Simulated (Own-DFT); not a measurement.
# How strain changes the stress of wurtzite GaN, 72 atoms (Ga36N36)

The numbers are computed, not measured, by runs of the plane-wave DFT program Own-DFT (in-house, retired, unreviewed) at fixed positions, with no spin and no spin-orbit coupling.

All runs used: PBE; PseudoDojo norm-conserving scalar-relativistic files (stringent for Ga); cutoff 96 hartree; 4 x 4 x 3 k mesh centred on Gamma; Gaussian smearing of 0.01 eV.

Caveats: forces not confirmed at this smearing and k mesh; stress not checked against mesh or cutoff.

Unstrained cell vectors in Å: (9.567, 0.000, 0.000); (-4.783, 8.285, 0.000); (0.000, 0.000, 10.370). The unstrained cell has measured lattice constants (interpolated for alloys), not those of this functional. That, the random moves and any unrelaxed bonds set the pressure at no strain. The cell is deformed uniformly in each run, and the atoms keep their fractional places. All atoms carry random offsets, Gaussian with a width of 0.05 Å per axis. Strain is the symmetric tensor, in per cent. Stress is positive in tension, and the pressure is minus a third of its trace.

```
run,e_xx (%),e_yy (%),e_zz (%),e_yz (%),e_xz (%),e_xy (%),s_xx (GPa),s_yy (GPa),s_zz (GPa),s_yz (GPa),s_xz (GPa),s_xy (GPa),P (GPa),E (meV/atom)
1,-0.54,0.93,0.06,1.85,1.64,1.29,-7.43,-3.67,-7.25,3.62,3.01,3.32,6.11,15.6
2,0.25,-0.11,1.73,-1.26,-1.52,-0.17,-5.73,-5.21,-0.27,-2.55,-2.61,0.11,3.74,22.1
3,0.29,0.04,-0.99,0.35,-0.26,-1.34,-6.09,-6.27,-13.83,0.56,-0.92,-2.91,8.73,22.7
4,0.19,0.33,0.71,0.98,-0.32,0.15,-6.22,-4.21,-3.25,1.44,-0.79,-0.07,4.56,0.0
5,-0.64,-1.48,1.80,-1.71,-0.41,0.18,-8.92,-13.28,-2.27,-2.23,-0.89,1.44,8.15,30.6
6,0.03,-1.31,1.90,-1.05,0.17,-0.68,-5.78,-11.42,-0.61,-2.21,-0.21,-1.30,5.93,9.8
7,-1.56,1.71,0.53,-1.66,1.74,0.88,-12.53,-0.79,-5.59,-3.47,3.51,2.32,6.30,31.5
8,-0.88,0.66,-0.82,1.71,-1.48,-1.47,-9.21,-5.44,-11.94,3.02,-2.62,-3.99,8.87,19.3
9,1.88,0.48,-1.32,1.92,-0.99,-0.84,-0.56,-3.25,-11.77,3.60,-2.90,-1.60,5.19,22.0
10,1.75,-1.99,1.12,1.01,-0.03,-1.45,-2.02,-13.52,-2.88,2.34,0.11,-4.72,6.14,27.3
11,0.26,0.36,0.96,-0.03,0.21,1.48,-4.94,-4.50,-3.00,0.18,0.63,3.51,4.15,13.1
12,1.00,1.40,-0.88,-1.80,-0.61,-1.08,-2.59,0.46,-10.74,-3.19,-1.39,-3.29,4.29,12.2
13,-0.59,-1.61,-0.35,1.01,1.35,-1.87,-13.63,-15.63,-8.85,2.63,2.41,-6.91,12.71,42.8
14,-0.53,-0.13,-1.39,-0.66,-1.98,1.51,-10.52,-8.54,-15.75,-0.83,-3.68,4.12,11.60,35.5
15,-0.16,1.13,-1.12,0.72,-1.42,0.17,-7.58,-3.50,-11.85,1.02,-3.31,-0.20,7.64,25.0
16,1.55,-0.17,-0.01,0.66,0.80,-0.40,?,?,?,?,?,?,?,?
```

E is the free energy for each atom above the lowest run shown.

## Worked fit

Regress every stress component on the fractional strains (shears doubled) of the visible runs, with a constant. Shear strains stay in the fit of a normal stress only where such slopes are resolved. The slopes, in GPa:

```
stress  at no strain  per e_xx  per e_yy  per e_zz  scatter
  s_xx          -7.3  393 ± 33  110 ± 30   83 ± 29     1.10
  s_yy          -6.9  128 ± 15  461 ± 14   70 ± 14     0.52
  s_zz          -8.0   72 ± 30   59 ± 28  447 ± 27     1.03
```

The slope of each shear stress on twice its own strain, from a fit on all six strains: yz 89 ± 4, xz 93 ± 5, xy 137 ± 12 GPa. These are stiffnesses along x, y and z of the frame in which the cell vectors are given, with the crystal's c axis along z: C11, C12, C13 and C33. Hexagonal symmetry asks that xx and yy behave alike, which is a second check on the noise. The atoms are held to the strained lattice; where symmetry lets them move under strain, relaxing them would lower some slopes. The table should be nearly symmetric about its diagonal, and what it lacks of that shows the noise. A ninth of the table's sum, 202 ± 6 GPa, estimates the bulk modulus near the mean pressure of these runs, 6.9 GPa, so it lies above the value at zero pressure.

## The run left out

Asked: what normal stresses and pressure should run 16 give?

The fitted form gives s_xx = -1.4, s_yy = -5.7, s_zz = -7.0 and P = 4.7 GPa. The hidden result is -0.37, -7.69, -5.81 and P = 4.62 GPa. The miss is larger than the scatter suggests: chance, or a term that the fit lacks.
